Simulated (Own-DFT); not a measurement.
# Bulk modulus against bond length in tetrahedral crystals

Source: density functional calculations with Own-DFT, an unreviewed in-house program that is no longer used. Nothing was measured or relaxed, and spin and spin-orbit coupling are left out.

Caveats (not all hold for every row): forces on such cells moved up to 12 meV/angstrom on a denser k mesh; forces not confirmed at this smearing and k mesh; k mesh not checked against a denser one; forces on such cells passed a denser k mesh, each cell not checked; stress not checked against mesh or cutoff.

All runs are PBE with PseudoDojo norm-conserving files; cutoff and k mesh are each material's own. Every cell starts from measured lattice constants and was given uniform random strains and small random moves of its atoms. Each triple is the change of volume in per cent, the rms move u in Å and the pressure in GPa.

- 4H SiC (C36Si36), 10.36 Å³/atom unstrained: (-1.46, 0.052, 8.62); (-0.95, 0.052, 7.40); (0.36, 0.050, 4.52); (1.41, 0.049, 2.65); (1.53, 0.047, 1.79); (1.55, 0.055, 2.36); (2.20, 0.050, 0.52)
- wurtzite AlN (Al36N36), 10.45 Å³/atom unstrained: withheld
- wurtzite GaN (Ga36N36), 11.42 Å³/atom unstrained: (-2.13, 0.048, 12.20); (-1.25, 0.048, 10.02); (1.47, 0.048, 4.67); (1.62, 0.044, 4.31); (1.88, 0.051, 4.25); (2.18, 0.047, 3.08); (2.25, 0.049, 3.78)
- diamond silicon (Si64), 20.02 Å³/atom unstrained: (-3.88, 0.050, 6.89); (-3.51, 0.052, 6.29); (-1.49, 0.049, 4.14); (-1.42, 0.049, 4.40); (0.37, 0.049, 2.16); (1.50, 0.053, 1.63); (2.10, 0.048, 0.72)
- zincblende GaP (Ga32P32), 20.24 Å³/atom unstrained: (-4.00, 0.053, 7.50); (-3.77, 0.046, 6.98); (-1.77, 0.049, 4.87); (-1.02, 0.050, 4.35); (-0.68, 0.046, 3.94); (0.83, 0.045, 2.60); (1.39, 0.052, 2.05)
- grey tin (Sn64), 34.15 Å³/atom unstrained: (-1.73, 0.044, 4.51); (-1.70, 0.053, 4.71); (-1.25, 0.049, 4.39); (-0.60, 0.055, 4.18); (-0.18, 0.051, 3.73); (1.29, 0.046, 3.09); (1.69, 0.048, 2.90)

## Fit

Fit a line to each set against the fractional change of volume; B is minus its slope, and u is nearly the same within a set. To take it to zero pressure, assume that B rises by 4 GPa for each GPa: B0 = B - 4 x (mean pressure). The bond length of an ideal tetrahedral crystal with the unstrained volume v is d = (√3/4)(8 v)^(1/3). Cohen's empirical rule reads B0 = (1971 - 220 L) d^(-3.5) GPa, with L = 0 for group IV crystals and SiC and 1 for III-V compounds.

```
material,L,d (Å),B (GPa),mean P (GPa),B0 (GPa),rule (GPa)
4H SiC (C36Si36),0,1.888,216 ± 7,4.0,200 ± 7,213
wurtzite AlN (Al36N36),1,1.893,?,?,?,188
wurtzite GaN (Ga36N36),1,1.950,199 ± 8,6.0,174 ± 8,169
diamond silicon (Si64),0,2.352,100 ± 4,3.7,85 ± 4,99
zincblende GaP (Ga32P32),1,2.360,98 ± 3,4.6,80 ± 3,87
grey tin (Sn64),0,2.810,51 ± 3,3.9,35 ± 3,53
```

A line through ln[B0/(1971 - 220 L)] against ln d has a slope of -4.4 ± 0.3 and a scatter of 9 %. Against the rule, B0 stands at 94 % for 4H SiC, 103 % for wurtzite GaN, 86 % for diamond silicon, 92 % for zincblende GaP, 66 % for grey tin. PBE tends to make silicon and heavier crystals too soft, and the rule itself is only a guide.

## Prediction

The question: what B0 does the fitted trend give for wurtzite AlN (Al36N36)?

From the line: 192 GPa. Its own runs give B = 219 ± 8 GPa at a mean pressure of 7.3 GPa, so B0 = 190 GPa.
